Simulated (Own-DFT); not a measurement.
# How strain changes the stress of wurtzite AlGaN with randomly placed atoms, 72 atoms (Al9Ga27N36)

Calculated results; nothing here was measured. They come from Own-DFT, an in-house plane-wave density functional program, since retired, whose code no person has reviewed. Each row is one single-point run on a periodic cell that was not relaxed, without spin or spin-orbit coupling.

Settings of every run: PBEsol; PseudoDojo norm-conserving scalar-relativistic files, made for PBE; cutoff 42 hartree; 4 x 4 x 3 k mesh centred on Gamma; Fermi-Dirac smearing of 0.1 eV.

Known limits: forces on such cells passed a denser k mesh, each cell not checked; stress not checked against mesh or cutoff.

Unstrained cell vectors in Å: (9.509, 0.000, 0.000); (-4.755, 8.235, 0.000); (0.000, 0.000, 10.268). The unstrained cell has measured lattice constants (interpolated for alloys), not those of this functional. That, the random moves and any unrelaxed bonds set the pressure at no strain. Each run strains this cell uniformly, with the atoms carried along. Every atom was also moved at random, by a Gaussian of width 0.05 Å on each axis. The random placing of the alloy's atoms differs from row to row. Strain is the symmetric tensor, in per cent. Stress is positive in tension, and the pressure is minus a third of its trace.

| run | e_xx (%) | e_yy (%) | e_zz (%) | s_xx (GPa) | s_yy (GPa) | s_zz (GPa) | P (GPa) | E (meV/atom) |
|---|---|---|---|---|---|---|---|---|
| 1 | -3.00 | -3.00 | 0.00 | -20.61 | -21.46 | -8.96 | 17.01 | 69.8 |
| 2 | 2.00 | 2.00 | 0.00 | 8.17 | 6.37 | -1.28 | -4.42 | 26.6 |
| 3 | -0.50 | -0.50 | 0.00 | -4.97 | -3.90 | -3.41 | 4.09 | 0.0 |
| 4 | 0.75 | 0.75 | 0.00 | 1.77 | 1.85 | -1.15 | -0.82 | 2.2 |
| 5 | 2.50 | 2.50 | 0.00 | 8.50 | 10.41 | -2.01 | -5.63 | 37.5 |
| 6 | 1.75 | 1.75 | 0.00 | 7.13 | 5.27 | -2.39 | -3.34 | 28.0 |
| 7 | -1.50 | -1.50 | 0.00 | -10.80 | -9.36 | -6.65 | 8.94 | 22.7 |
| 8 | 1.00 | 1.00 | 0.00 | 3.20 | 1.19 | -1.50 | -0.97 | 16.7 |
| 9 | 0.50 | 0.50 | 0.00 | ? | ? | ? | ? | ? |

E is the free energy for each atom above the lowest run shown.

## Worked fit

The change of volume is close to e_xx + e_yy + e_zz. A straight line through the runs shown gives P = 3.45 - 203 x (fractional change of volume) GPa, with an error of 11 on the slope and a scatter of 1.15 GPa. The strain isn't the same on all axes and the cell isn't cubic, so the slope belongs to this path and is not the bulk modulus.

## Withheld run

Question: what pressure should run 9 give? Its volume changes by 1.00 %.

The line gives 1.4 GPa. The calculation gave 0.73 GPa.
